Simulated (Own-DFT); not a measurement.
## Calculated data, Hf$_{31}$SiO$_{64}$ (monoclinic hafnia with substituted atoms, atoms displaced), Hf$_{16}$O$_{31}$ (monoclinic hafnia with two neutral oxygen vacancies, strained, atoms displaced)

Computed with Own-DFT development build. A calculation, not a measurement: plane-wave PBE and HSE06 DFT by an unreviewed code, no spin, of a simulated cell at Gamma alone, so results move with cell size and shape, stress positive in tension, energies less offsets, not probed for a lower state with spin; hafnium file: forces about 75 meV/angstrom off all-electron values; oxygen file: force components 24 meV/angstrom off all-electron in a glass; k mesh not checked against a denser one; forces and stress are PBE's, HSE06 gives the energy alone, and its difference from PBE has offsets of its own; offsets are fitted by least squares, one for each functional and potential file, so energies compare only between cells with the same atoms and settings and are not formation energies; the far tail of each file's local potential was reset to the Coulomb form; each entry is a single point on an unrelaxed cell, so the pressure reflects the starting lattice, mostly measured values, from which strain is counted, and rises with the displacements; printed positions are rounded, which can move forces by about a meV/angstrom; the program is a retired in-house code; no spin-orbit coupling.

Common to all runs: first functional PBE; second functional HSE06; exact exchange share 0.25; screening 0.11 1/bohr; exchange divergence Gygi-Baldereschi; potential files PseudoDojo norm-conserving, scalar-relativistic, made for PBE, standard set; wave cutoff 48 hartree; occupations fixed; k mesh 1 x 1 x 1 centred on Gamma.

(1) 
```cif
# cell vector a (Å): 10.2340 0.0000 0.0000
# cell vector b (Å): 0.0000 10.3500 0.0000
# cell vector c (Å): -1.6955 0.0000 10.4453
data_Hf31SiO64
_symmetry_space_group_name_H-M 'P 1'
_symmetry_Int_Tables_number 1
_cell_length_a 10.2340
_cell_length_b 10.3500
_cell_length_c 10.5820
_cell_angle_alpha 90.000
_cell_angle_beta 99.220
_cell_angle_gamma 90.000
_cell_volume 1106.39
loop_
_atom_site_label
_atom_site_type_symbol
_atom_site_fract_x
_atom_site_fract_y
_atom_site_fract_z
_atom_site_occupancy
Hf1 Hf 0.13652 0.01665 0.11063 1
Hf2 Hf 0.36899 0.27474 0.12788 1
Hf3 Hf 0.35815 0.47593 0.40078 1
Hf4 Hf 0.13205 0.24043 0.35228 1
O1 O 0.02585 0.15041 0.17457 1
O2 O 0.46145 0.40710 0.07331 1
O3 O 0.46859 0.33352 0.32181 1
O4 O 0.01285 0.07916 0.42609 1
O5 O 0.23083 0.38658 0.24519 1
O6 O 0.28564 0.13629 0.01655 1
O7 O 0.27253 0.12211 0.24628 1
O8 O 0.23354 0.37148 0.49753 1
Hf5 Hf 0.14666 0.01199 0.59020 1
Hf6 Hf 0.35223 0.27105 0.62875 1
Hf7 Hf 0.36411 0.47589 0.89534 1
Hf8 Hf 0.13491 0.21603 0.83899 1
O9 O 0.04441 0.15976 0.68254 1
O10 O 0.46214 0.41649 0.58076 1
O11 O 0.46208 0.33818 0.81743 1
O12 O 0.04423 0.08249 0.93409 1
O13 O 0.22142 0.37643 0.74961 1
O14 O 0.28552 0.13077 0.51110 1
O15 O 0.27402 0.12374 0.76459 1
O16 O 0.21879 0.36753 0.98401 1
Hf9 Hf 0.14709 0.51271 0.10159 1
Hf10 Hf 0.36816 0.77289 0.13932 1
Hf11 Hf 0.36335 0.98101 0.39939 1
Hf12 Hf 0.12850 0.70787 0.34168 1
O17 O 0.05056 0.66729 0.16873 1
O18 O 0.46159 0.91935 0.07235 1
O19 O 0.46746 0.83535 0.31758 1
O20 O 0.01934 0.60044 0.42140 1
O21 O 0.22339 0.87872 0.25275 1
O22 O 0.26285 0.63409 0.01451 1
O23 O 0.26556 0.61648 0.25494 1
O24 O 0.22701 0.86934 0.49371 1
Hf13 Hf 0.12136 0.51870 0.59828 1
Hf14 Hf 0.35184 0.77214 0.62789 1
Hf15 Hf 0.35472 0.98526 0.88725 1
Hf16 Hf 0.12864 0.73001 0.86459 1
O25 O 0.03615 0.66487 0.67129 1
O26 O 0.46436 0.91715 0.58662 1
O27 O 0.46619 0.83261 0.82789 1
O28 O 0.03708 0.60500 0.91758 1
O29 O 0.22211 0.89124 0.74842 1
O30 O 0.27644 0.62189 0.50336 1
O31 O 0.28971 0.63487 0.77798 1
O32 O 0.22651 0.87240 0.98186 1
Hf17 Hf 0.63852 0.02108 0.08989 1
Hf18 Hf 0.86071 0.27740 0.15257 1
Hf19 Hf 0.85939 0.47843 0.39672 1
Si1 Si 0.65299 0.23398 0.34727 1
O33 O 0.53923 0.16038 0.18487 1
O34 O 0.95288 0.41164 0.07285 1
O35 O 0.95962 0.32898 0.32540 1
O36 O 0.53257 0.09695 0.42604 1
O37 O 0.70641 0.38313 0.22533 1
O38 O 0.77725 0.12627 0.02292 1
O39 O 0.76558 0.11238 0.26072 1
O40 O 0.73269 0.37260 0.48996 1
Hf20 Hf 0.63868 0.01671 0.60818 1
Hf21 Hf 0.85497 0.27060 0.66381 1
Hf22 Hf 0.86050 0.47881 0.91056 1
Hf23 Hf 0.63684 0.23613 0.85172 1
O41 O 0.55126 0.16568 0.67959 1
O42 O 0.97784 0.40843 0.58444 1
O43 O 0.96485 0.34708 0.82946 1
O44 O 0.53662 0.08033 0.92047 1
O45 O 0.72194 0.38688 0.74774 1
O46 O 0.76905 0.14220 0.50617 1
O47 O 0.76746 0.11930 0.75877 1
O48 O 0.72850 0.37471 0.99903 1
Hf24 Hf 0.64316 0.52969 0.10443 1
Hf25 Hf 0.84486 0.77708 0.14133 1
Hf26 Hf 0.85096 0.99021 0.39361 1
Hf27 Hf 0.64803 0.73607 0.35495 1
O49 O 0.53352 0.66667 0.18169 1
O50 O 0.96972 0.90892 0.08242 1
O51 O 0.96304 0.82568 0.31774 1
O52 O 0.53397 0.57811 0.42849 1
O53 O 0.71398 0.87964 0.22715 1
O54 O 0.77489 0.62846 0.99379 1
O55 O 0.77619 0.62202 0.26130 1
O56 O 0.72569 0.87929 0.47775 1
Hf28 Hf 0.63610 0.51687 0.59582 1
Hf29 Hf 0.86252 0.76401 0.63929 1
Hf30 Hf 0.85344 0.97880 0.89275 1
Hf31 Hf 0.63882 0.73527 0.84431 1
O57 O 0.54425 0.65129 0.68102 1
O58 O 0.95439 0.90454 0.57825 1
O59 O 0.94965 0.83378 0.83040 1
O60 O 0.53042 0.60438 0.91479 1
O61 O 0.73267 0.87976 0.75408 1
O62 O 0.78375 0.63381 0.51477 1
O63 O 0.77272 0.62930 0.76432 1
O64 O 0.72214 0.87565 0.98672 1
_calc_PBE_energy_of_cell_above_offsets '-76.592'  # eV
_calc_HSE06_less_PBE_above_offsets '0.874'  # eV
_calc_PBE_pressure 7.48  # GPa
_calc_PBE_stress_xx -7.75  # GPa
_calc_PBE_stress_yy -6.94  # GPa
_calc_PBE_stress_zz -7.76  # GPa
_calc_PBE_stress_yz 0.96  # GPa
_calc_PBE_stress_xz 0.15  # GPa
_calc_PBE_stress_xy -2.43  # GPa
```

Force:
```csv
element,x (eV/Å),y (eV/Å),z (eV/Å)
Hf,1.429,-0.396,-0.648
Hf,-2.095,-3.967,4.927
Hf,3.019,0.622,-1.815
Hf,1.933,-3.166,-1.804
O,-1.055,2.681,1.646
O,3.807,4.584,-1.825
O,1.283,-0.094,1.018
O,4.532,2.588,0.617
O,-1.399,-1.867,0.104
O,-0.258,-1.908,-2.24
O,-0.813,0.259,2.783
O,-2.844,-0.295,-1.912
Hf,-3.073,-0.155,2.548
Hf,2.47,0.787,5.633
Hf,-0.419,1.966,-1.505
Hf,0.301,2.656,5.339
O,-2.858,-0.731,-3.869
O,0.451,-0.513,-0.364
O,0.917,-0.639,0.406
O,-1.331,-0.083,-1.208
O,0.353,0.841,-2.358
O,-1.932,-1.411,-1.527
O,1.87,0.221,-2.405
O,-0.089,1.111,0.716
Hf,-0.332,1.588,-0.567
Hf,-1.464,0.969,0.406
Hf,1.909,0.435,-3.136
Hf,2.052,5.176,-0.744
O,-2.792,-1.076,-1.841
O,0.255,-0.228,0.009
O,0.197,0.466,1.828
O,-1.926,-3.98,1.919
O,0.625,-0.035,-0.708
O,1.552,-0.993,0.576
O,2.25,-0.901,0.75
O,-0.686,0.328,-0.794
Hf,3.562,1.918,2.873
Hf,0.967,-2.475,5.663
Hf,1.273,-2.151,1.967
Hf,4.449,4.593,-3.01
O,0.084,0.069,0.002
O,0.579,0.377,-1.118
O,-0.817,1.396,-1.224
O,-5.245,-6.822,2.864
O,-0.164,-0.535,-3.181
O,-0.801,0.459,0.485
O,-1.081,-0.6,-1.704
O,-0.419,0.53,1.587
Hf,-2.687,0.323,2.226
Hf,-0.905,-3.2,-2.36
Hf,-0.637,0.803,0.067
Si,-4.589,-1.949,-1.278
O,0.859,0.971,0.095
O,3.037,0.866,2.115
O,-0.287,1.484,1.139
O,0.701,-0.283,0.199
O,1.178,-1.808,3.467
O,1.036,1.469,-1.502
O,-0.379,3.379,0.769
O,-0.09,-0.775,-1.069
Hf,-0.292,1.166,-1.047
Hf,1.071,0.107,-1.137
Hf,0.231,1.989,-3.887
Hf,-1.806,-0.512,0.972
O,-2.257,0.669,-1.251
O,-2.833,-1.512,-1.582
O,0.356,-1.537,-0.829
O,0.42,1.482,-0.936
O,0.346,-1.019,-0.459
O,0.156,-0.182,-0.176
O,2.014,0.625,0.629
O,-1.342,-0.54,-0.961
Hf,-2.177,0.471,-2.06
Hf,3.813,0.158,-0.098
Hf,0.38,-2.946,-0.312
Hf,-2.619,-0.47,-0.447
O,1.17,-1.218,-0.864
O,-1.358,-0.388,-0.659
O,-1.593,1.248,0.412
O,0.902,1.414,-1.087
O,0.179,-0.748,1.034
O,-0.614,1.029,3.375
O,0.28,-0.589,-0.332
O,-1.742,-0.713,1.352
Hf,-0.704,1.139,2.102
Hf,-0.295,0.707,3.422
Hf,2.631,0.086,1.915
Hf,-1.006,-0.568,0.663
O,-1.961,1.412,-2.319
O,2.518,2.514,-0.674
O,1.824,-0.339,-0.004
O,-0.966,-3.074,2.965
O,-1.432,1.098,-3.73
O,-0.785,-1.93,-2.218
O,1.858,-1.522,-1.252
O,0.173,-0.384,0.452
```

(2) 
```cif
# cell vector a (Å): 10.3939 -0.1170 -0.0991
# cell vector b (Å): -0.1183 10.2423 0.0367
# cell vector c (Å): -1.8232 0.0564 10.2944
data_Hf16O31
_symmetry_space_group_name_H-M 'P 1'
_symmetry_Int_Tables_number 1
_cell_length_a 10.3950
_cell_length_b 10.2430
_cell_length_c 10.4548
_cell_angle_alpha 89.373
_cell_angle_beta 100.592
_cell_angle_gamma 91.309
_cell_volume 1093.91
loop_
_atom_site_label
_atom_site_type_symbol
_atom_site_fract_x
_atom_site_fract_y
_atom_site_fract_z
_atom_site_occupancy
Hf1 Hf 0.13237 0.01816 0.09957 1
Hf2 Hf 0.36207 0.27219 0.14329 1
Hf3 Hf 0.36224 0.48047 0.39870 1
Hf4 Hf 0.13480 0.22926 0.35261 1
O1 O 0.03549 0.16377 0.17546 1
O2 O 0.45766 0.41740 0.07555 1
O3 O 0.46553 0.32798 0.32373 1
O4 O 0.22351 0.37786 0.23660 1
O5 O 0.27603 0.13177 0.01025 1
O6 O 0.27661 0.12085 0.26287 1
O7 O 0.22472 0.37420 0.49663 1
Hf5 Hf 0.13991 0.01779 0.60006 1
Hf6 Hf 0.36480 0.26548 0.64000 1
Hf7 Hf 0.36372 0.48416 0.89544 1
Hf8 Hf 0.14134 0.23300 0.85500 1
O8 O 0.04092 0.16860 0.67464 1
O9 O 0.46034 0.41712 0.57635 1
O10 O 0.46729 0.33557 0.82649 1
O11 O 0.03612 0.08453 0.92187 1
O12 O 0.21952 0.38288 0.74141 1
O13 O 0.28228 0.12595 0.50933 1
O14 O 0.27305 0.11911 0.76186 1
O15 O 0.22268 0.36360 0.99001 1
Hf9 Hf 0.13828 0.51879 0.09861 1
Hf10 Hf 0.36017 0.76852 0.14407 1
Hf11 Hf 0.36293 0.98196 0.39592 1
Hf12 Hf 0.13837 0.73299 0.35526 1
O16 O 0.03432 0.66912 0.17551 1
O17 O 0.46127 0.91706 0.07355 1
O18 O 0.46515 0.82739 0.32902 1
O19 O 0.03653 0.57931 0.42145 1
O20 O 0.22456 0.87442 0.24208 1
O21 O 0.27409 0.62707 0.01028 1
O22 O 0.27665 0.62102 0.26186 1
O23 O 0.22547 0.87429 0.48733 1
Hf13 Hf 0.14143 0.52330 0.59937 1
Hf14 Hf 0.36244 0.76896 0.64104 1
Hf15 Hf 0.35994 0.98498 0.89654 1
Hf16 Hf 0.14000 0.72835 0.85644 1
O24 O 0.04278 0.66334 0.67323 1
O25 O 0.46204 0.91528 0.57157 1
O26 O 0.46485 0.83589 0.82783 1
O27 O 0.03402 0.58186 0.92354 1
O28 O 0.22878 0.87649 0.74506 1
O29 O 0.27501 0.62316 0.50343 1
O30 O 0.27602 0.61943 0.75865 1
O31 O 0.22606 0.86972 0.99512 1
Hf17 Hf 0.64151 0.02105 0.10716 1
Hf18 Hf 0.85697 0.27024 0.14477 1
Hf19 Hf 0.86036 0.48191 0.39553 1
Hf20 Hf 0.63830 0.22830 0.35290 1
O32 O 0.54055 0.16647 0.17577 1
O33 O 0.96301 0.42023 0.07803 1
O34 O 0.96578 0.33273 0.32288 1
O35 O 0.53400 0.08532 0.42286 1
O36 O 0.72113 0.38036 0.23718 1
O37 O 0.77250 0.12651 0.00307 1
O38 O 0.77449 0.12012 0.25865 1
O39 O 0.72888 0.37249 0.49121 1
Hf21 Hf 0.64292 0.01774 0.60708 1
Hf22 Hf 0.85583 0.26809 0.64786 1
Hf23 Hf 0.86335 0.48203 0.90356 1
Hf24 Hf 0.64229 0.23306 0.85676 1
O40 O 0.54107 0.16440 0.67070 1
O41 O 0.95968 0.41744 0.57407 1
O42 O 0.96341 0.33954 0.82789 1
O43 O 0.53237 0.08738 0.92172 1
O44 O 0.72747 0.37537 0.74238 1
O45 O 0.77768 0.12747 0.50662 1
O46 O 0.77174 0.12552 0.76525 1
O47 O 0.72291 0.37600 0.99344 1
Hf25 Hf 0.63960 0.52245 0.10683 1
Hf26 Hf 0.86317 0.76871 0.14739 1
Hf27 Hf 0.86323 0.97693 0.39688 1
Hf28 Hf 0.64488 0.73292 0.35883 1
O48 O 0.53315 0.66830 0.17693 1
O49 O 0.96710 0.91493 0.07477 1
O50 O 0.95921 0.83419 0.32626 1
O51 O 0.54143 0.58423 0.42366 1
O52 O 0.72414 0.88245 0.24396 1
O53 O 0.77837 0.62741 0.00730 1
O54 O 0.77207 0.61953 0.26008 1
O55 O 0.71953 0.86795 0.49183 1
Hf29 Hf 0.64287 0.51996 0.60483 1
Hf30 Hf 0.86060 0.77369 0.64113 1
Hf31 Hf 0.86231 0.98147 0.89058 1
Hf32 Hf 0.63698 0.73386 0.85182 1
O56 O 0.53668 0.67126 0.67255 1
O57 O 0.96467 0.83247 0.82608 1
O58 O 0.53564 0.58235 0.92226 1
O59 O 0.72881 0.87972 0.74297 1
O60 O 0.77619 0.62324 0.51438 1
O61 O 0.77419 0.61995 0.76297 1
O62 O 0.72302 0.87310 0.98634 1
_calc_PBE_stress_zz ?
_calc_PBE_pressure ?
```

Question: Give the missing PBE stress zz for Hf$_{16}$O$_{31}$ (monoclinic hafnia with two neutral oxygen vacancies, strained, atoms displaced) (entry 2).
Answer: -9.92 GPa

Question: Hf$_{16}$O$_{31}$ (monoclinic hafnia with two neutral oxygen vacancies, strained, atoms displaced) (entry 2): PBE pressure?
Answer: 6.45 GPa

Question: Give the table of force values for Hf$_{16}$O$_{31}$ (monoclinic hafnia with two neutral oxygen vacancies, strained, atoms displaced) (entry 2).
Answer: 
Force:
```csv
element,x (eV/Å),y (eV/Å),z (eV/Å)
Hf,1.463,0.401,1.296
Hf,-0.161,-0.813,0.99
Hf,0.686,-0.47,-1.353
Hf,0.137,-0.129,-0.134
O,-0.74,0.118,-0.24
O,1.345,0.756,0.361
O,-0.244,1.005,0.998
O,0.152,-0.15,0.491
O,-0.018,-0.896,-0.209
O,-0.523,0.297,-0.449
O,0.005,-1.064,-1.24
Hf,-0.531,0.647,1.002
Hf,-0.123,0.766,2.204
Hf,-0.032,-1.513,-0.784
Hf,-0.567,-0.106,-1.301
O,-0.789,-0.798,-1.322
O,1.253,0.313,0.32
O,-0.228,-0.029,-0.17
O,-0.473,-0.119,-0.205
O,0.718,-0.599,0.002
O,-1.26,-0.083,-0.166
O,0.344,0.845,-0.715
O,-0.138,1.903,0.664
Hf,-0.029,0.06,1.684
Hf,0.781,0.579,1.492
Hf,0.445,-0.807,-1.416
Hf,0.125,-0.685,-0.945
O,0.036,-0.384,-0.608
O,0.876,0.156,0.908
O,0.036,0.735,0.347
O,-0.325,0.737,-0.706
O,-0.062,0.309,-0.379
O,0.202,-0.269,-0.555
O,-0.49,0.074,-0.388
O,-0.669,-0.297,0.814
Hf,-1.139,-1.57,1.358
Hf,0.275,0.233,1.493
Hf,0.675,-0.865,0.193
Hf,-0.03,0.277,-1.005
O,-1.583,1.431,-0.417
O,1.002,0.135,1.124
O,0.264,-0.167,-0.36
O,0.428,0.725,-0.23
O,-0.493,-0.043,-1.063
O,0.39,1.238,0.584
O,0.324,0.925,-0.059
O,-0.708,0.172,-0.594
Hf,-1.46,-0.215,-1.248
Hf,0.759,0.032,0.406
Hf,0.872,-1.217,0.43
Hf,-0.557,0.236,0.115
O,-0.387,-0.209,-1.005
O,0.099,-0.73,0.914
O,-0.341,0.026,0.477
O,0.487,-0.218,0.318
O,0.516,-0.562,0.422
O,0.585,0.425,1.144
O,0.719,0.447,0.181
O,-1.033,-0.294,-0.074
Hf,-1.373,0.936,-0.768
Hf,2.218,1.091,0.106
Hf,-0.27,-0.445,-1.989
Hf,-1.721,-0.098,-0.514
O,-0.538,0.198,-0.29
O,0.585,-0.15,0.449
O,0.422,-0.753,0.177
O,0.257,0.076,0.193
O,-0.442,0.373,-0.365
O,-0.156,-0.508,0.494
O,0.762,-0.579,-0.855
O,-0.097,-0.559,0.152
Hf,-1.39,0.45,-0.558
Hf,0.052,0.143,-0.721
Hf,0.268,1.02,0.264
Hf,-2.32,-0.993,-1.849
O,0.716,-0.684,-0.825
O,-0.914,-0.451,0.013
O,0.598,-0.021,0.919
O,-0.703,-0.59,0.142
O,0.117,-0.773,-0.469
O,-0.4,0.548,0.911
O,0.361,0.922,-0.004
O,1.165,0.811,0.917
Hf,-1.025,-0.172,0.6
Hf,1.485,-0.898,1.585
Hf,0.268,-0.386,0.907
Hf,-0.634,-0.715,0.314
O,0.008,-0.508,-0.802
O,0.273,-0.02,-0.5
O,0.363,0.533,0.061
O,0.092,-0.162,-0.96
O,0.899,1.007,-0.363
O,-0.069,0.493,-0.567
O,0.276,0.162,0.799
```

Further results for Hf$_{16}$O$_{31}$ (monoclinic hafnia with two neutral oxygen vacancies, strained, atoms displaced) (entry 2):

| Item | Value |
| --- | --- |
| PBE energy of cell above offsets | -89.359 eV |
| HSE06 less PBE above offsets | 0.160 eV |
| PBE stress xx | -1.61 GPa |
| PBE stress yy | -7.84 GPa |
| PBE stress yz | 0.97 GPa |
| PBE stress xz | -1.61 GPa |
| PBE stress xy | -3.71 GPa |
